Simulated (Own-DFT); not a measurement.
# A layer strained by its substrate: diamond-structure SiGeSn with randomly placed atoms, 64 atoms (Ge40Si16Sn8)

Everything here is calculated. The program is Own-DFT (plane waves, in-house, since retired, never reviewed by a person); positions were held fixed, and spin and spin-orbit coupling were off.

Settings: PBE; PseudoDojo norm-conserving scalar-relativistic files; cutoff 49 hartree; 3 x 3 x 3 k mesh centred on Gamma; Fermi-Dirac smearing of 0.1 eV.

Known weak points: forces on such cells moved up to 12 meV/angstrom on a denser k mesh; stress not checked against mesh or cutoff.

Unstrained cell vectors in Å: (11.410, 0.000, 0.000); (0.000, 11.410, 0.000); (0.000, 0.000, 11.410). The unstrained cell has measured lattice constants (interpolated for alloys), not those of this functional. That, the random moves and any unrelaxed bonds set the pressure at no strain. Each run strains x and y alike by e, as a substrate would, and holds the height along z. Random moves of width 0.05 Å per axis were added to every atom. The random placing of the alloy's atoms differs from row to row. Stress is positive in tension.

```
e (%),u (Å),(s_xx + s_yy)/2 (GPa),s_zz (GPa)
-3.00,0.048,-11.11,-9.05
-2.50,0.048,-9.97,-8.24
-2.00,0.048,-8.85,-7.36
-1.75,0.046,-8.11,-6.90
-1.00,0.051,?,?
-0.75,0.046,-6.25,-5.65
0.25,0.050,-4.37,-4.37
1.00,0.046,-2.94,-3.50
2.25,0.052,-0.99,-2.38
2.50,0.051,-0.70,-2.30
```

## Worked fit

With e as a fraction, the in-plane stress is -4.8 + 185 e - 870 e² GPa (errors 1 and 96, scatter 0.08), and s_zz is -4.6 + 119 e - 952 e² GPa (slope ± 1, scatter 0.07). At e = 0 the first slope is C11 + C12 and the second 2 C12, both with the ions held to the strained lattice and at the cell's own pressure. The term in e² is negative: the layer stiffens under compression and softens under tension. A free layer would change its height as e changes, and the in-plane slope would drop by 2 C12²/C11 to the biaxial modulus. At fixed height, a misfit of 1 % moves the in-plane stress by about 1.9 GPa and s_zz by 1.2 GPa.

## Prediction

Q: what are the two stresses at e = -1.00 %?

Estimate: -6.7 and -5.9 GPa. The calculation gave -6.94 and -6.14 GPa. This run lies off the fit, by chance or by something that the fit leaves out.
